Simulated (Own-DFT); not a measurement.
# Computed records: SiC (3C silicon carbide, strained, atoms displaced)

Computed with Own-DFT development build. A calculation, not a measurement: plane-wave PBE density functional theory by an unreviewed code, no spin, of a simulated periodic cell, stress positive in tension, free energy of the whole cell less one offset for each atom, forces on such cells passed a denser k mesh, this cell's mesh not checked; offsets are fitted by least squares, one for each functional and potential file, so energies compare only between cells with the same atoms and settings and are not formation energies; the far tail of each file's local potential was reset to the Coulomb form; each entry is a single point on an unrelaxed cell, so the pressure reflects the starting lattice, mostly measured values (interpolated for alloys), from which strain is counted, and rises with the displacements; printed positions are rounded, which can move forces by about a meV/angstrom; the program, named Own-DFT, is a retired in-house code; no spin-orbit coupling.

### SiC (3C silicon carbide, strained, atoms displaced)

```
CELL_PARAMETERS angstrom
13.08300 0.10960 0.11560
0.07310 8.67210 0.07250
0.07710 0.07250 8.65390
ATOMIC_POSITIONS crystal
Si 0.00069 0.98890 0.99921
Si 0.00235 0.25207 0.24600
Si 0.15685 0.00174 0.25106
Si 0.16530 0.24286 0.99988
C 0.07954 0.13000 0.12160
C 0.08805 0.37162 0.38394
C 0.24727 0.11982 0.36140
C 0.24711 0.37766 0.12315
Si 0.00135 0.99481 0.50374
Si 0.99876 0.25022 0.75305
Si 0.16210 0.98366 0.75217
Si 0.17130 0.23927 0.50391
C 0.08385 0.12147 0.63754
C 0.08614 0.37114 0.87612
C 0.24909 0.12499 0.87657
C 0.25061 0.37570 0.61439
Si 0.99866 0.50238 0.99974
Si 0.99792 0.74769 0.24335
Si 0.16280 0.50317 0.24889
Si 0.16687 0.74187 0.99951
C 0.08383 0.61470 0.12014
C 0.08905 0.87717 0.37718
C 0.25480 0.62647 0.37773
C 0.25261 0.88191 0.12423
Si 0.99599 0.49169 0.48782
Si 0.00054 0.75891 0.75228
Si 0.16881 0.50232 0.75126
Si 0.16663 0.75247 0.49967
C 0.09177 0.62744 0.63352
C 0.07766 0.87266 0.87870
C 0.24821 0.61742 0.87704
C 0.24771 0.87309 0.62263
Si 0.32974 0.99439 0.99177
Si 0.33206 0.23946 0.25831
Si 0.50437 0.00450 0.24977
Si 0.50392 0.26709 0.00639
C 0.41699 0.12176 0.12558
C 0.42467 0.37256 0.37098
C 0.58723 0.12600 0.37873
C 0.58506 0.37558 0.12097
Si 0.33424 0.98810 0.50101
Si 0.33301 0.24247 0.74842
Si 0.50255 0.00258 0.74171
Si 0.49317 0.23597 0.49758
C 0.42073 0.12208 0.62372
C 0.41590 0.36414 0.87974
C 0.58693 0.12289 0.88677
C 0.58777 0.38085 0.62131
Si 0.33777 0.50131 0.99809
Si 0.33058 0.74568 0.23956
Si 0.49727 0.49098 0.25255
Si 0.49633 0.73486 0.99195
C 0.42014 0.62207 0.12327
C 0.41171 0.87842 0.36749
C 0.58536 0.61877 0.37413
C 0.58055 0.87205 0.13219
Si 0.32898 0.49808 0.48463
Si 0.33387 0.74825 0.75517
Si 0.49441 0.50605 0.75463
Si 0.49156 0.76024 0.50173
C 0.41692 0.62048 0.63058
C 0.40781 0.88209 0.87534
C 0.57953 0.62699 0.86953
C 0.57339 0.87834 0.62207
Si 0.66757 0.99255 0.99654
Si 0.67043 0.24521 0.24639
Si 0.83000 0.99884 0.25557
Si 0.83492 0.26018 0.99308
C 0.75093 0.11977 0.12693
C 0.75369 0.37293 0.37763
C 0.91691 0.12818 0.37818
C 0.92016 0.36739 0.12422
Si 0.66010 0.99433 0.50842
Si 0.66568 0.25162 0.74128
Si 0.83051 0.00939 0.75789
Si 0.83604 0.24965 0.49388
C 0.74474 0.12151 0.63846
C 0.74848 0.37222 0.87141
C 0.91874 0.12836 0.87686
C 0.91772 0.37236 0.62214
Si 0.66155 0.51257 0.99810
Si 0.66424 0.73914 0.24997
Si 0.83710 0.50152 0.25934
Si 0.83894 0.74672 0.99375
C 0.74858 0.60929 0.12287
C 0.74737 0.88447 0.36902
C 0.91587 0.62146 0.37487
C 0.91963 0.87122 0.12287
Si 0.66974 0.50458 0.50302
Si 0.67090 0.75597 0.75227
Si 0.83169 0.50357 0.75108
Si 0.82975 0.74670 0.50067
C 0.75335 0.62227 0.61941
C 0.75382 0.88247 0.87445
C 0.91937 0.61989 0.88131
C 0.91764 0.87391 0.62366
```

- functional: PBE
- potential files: PseudoDojo norm-conserving, scalar-relativistic, standard set
- wave cutoff: 42 hartree
- occupations: Fermi-Dirac
- smearing width: 0.1 eV
- k mesh: 3 x 4 x 4 centred on Gamma
- free energy of cell above offsets: -6.205 eV
- pressure: 8.73 GPa
- stress xx: -7.7 GPa
- stress yy: -8.87 GPa
- stress zz: -9.62 GPa
- stress yz: 5.66 GPa
- stress xz: 4.87 GPa
- stress xy: 4.81 GPa

Force:
```csv
element,x (eV/Å),y (eV/Å),z (eV/Å)
Si,-0.893,3.605,0.855
Si,-0.197,-0.344,1.626
Si,2.794,0.531,-1.732
Si,0.864,1.888,0.097
C,0.127,-2.458,0.121
C,-0.83,-0.227,-1.896
C,-0.51,-0.938,3.565
C,0.839,-0.717,0.667
Si,-0.042,1.635,-0.137
Si,1.142,0.548,-0.252
Si,1.29,2.721,0.199
Si,-0.885,0.526,-0.069
C,-0.089,-0.599,-1.81
C,-0.982,0.8,-0.584
C,-0.589,-1.32,-1.138
C,0.487,-0.93,1.461
Si,1.421,-2.61,0.233
Si,1.395,-0.368,1.298
Si,1.94,-1.67,0.91
Si,0.219,1.171,0.497
C,-1.051,2.168,0.816
C,-2.803,-1.446,-0.372
C,-2.552,1.103,-2.439
C,-2.685,-1.914,-0.173
Si,1.835,0.674,3.009
Si,-0.111,-2.654,-0.779
Si,0.016,-1.987,-0.148
Si,0.938,-1.107,0.495
C,-2.747,0.731,-1.679
C,1.999,-1.386,-0.009
C,1.226,1.146,-0.279
C,0.535,-0.626,0.848
Si,0.56,2.965,2.545
Si,1.048,2.122,-3.14
Si,-1.11,-0.218,-0.165
Si,-0.963,-4.835,-0.554
C,0.153,0.807,-0.355
C,-3.818,-1.602,1.462
C,-0.931,-0.401,-0.521
C,0.674,1.219,1.456
Si,-1.11,2.048,-0.675
Si,-0.139,1.214,-0.008
Si,-0.929,0.711,4.32
Si,3.485,3.453,-0.486
C,-2.81,-0.871,0.19
C,-0.156,2.055,-1.575
C,-1.359,1.019,-2.548
C,-2.354,-0.805,0.829
Si,-1.648,-1.618,0.963
Si,0.916,1.237,1.104
Si,2.834,1.96,-1.084
Si,0.078,4.684,1.558
C,-1.271,-0.985,0.312
C,1.069,-1.193,0.095
C,-1.622,0.675,0.881
C,0.861,-1.317,-2.193
Si,2.809,-1.108,2.811
Si,-0.9,-0.028,-0.846
Si,1.793,-2.89,-1.237
Si,0.97,-2.654,-1.018
C,-1.671,1.362,-1.765
C,3.255,-2.755,-1.972
C,1.398,0.301,-0.466
C,2.427,-2.025,0.393
Si,-0.623,1.042,2.616
Si,-0.21,1.083,0.706
Si,2.02,1.248,-1.385
Si,-0.471,-1.882,1.776
C,0.424,0.502,-1.502
C,-0.932,0.433,-0.58
C,1.066,-1.747,-1.074
C,-1.018,2.34,0.059
Si,2.067,1.54,-1.255
Si,-0.875,0.501,2.647
Si,2.005,-0.15,-1.392
Si,-1.069,-0.355,2.459
C,1.22,-0.48,-3.387
C,-0.544,1.824,-0.19
C,-0.673,-1.077,0.175
C,-0.744,0.437,0.43
Si,1.289,-3.043,-0.268
Si,0.557,1.601,-0.557
Si,-1.1,-1.89,-2.481
Si,-1.779,0.155,1.855
C,1.245,2.831,0.37
C,-0.858,-3.377,2.298
C,0.292,1.586,-0.316
C,-1.744,0.124,0.503
Si,-0.829,-1.424,-1.053
Si,-1.113,-0.387,-1.025
Si,1.127,-1.483,-0.005
Si,1.388,2.099,-0.952
C,-1.224,1.175,1.8
C,-0.34,-2.816,0.252
C,-0.73,1.172,-2.62
C,-1.463,-0.055,0.583
```
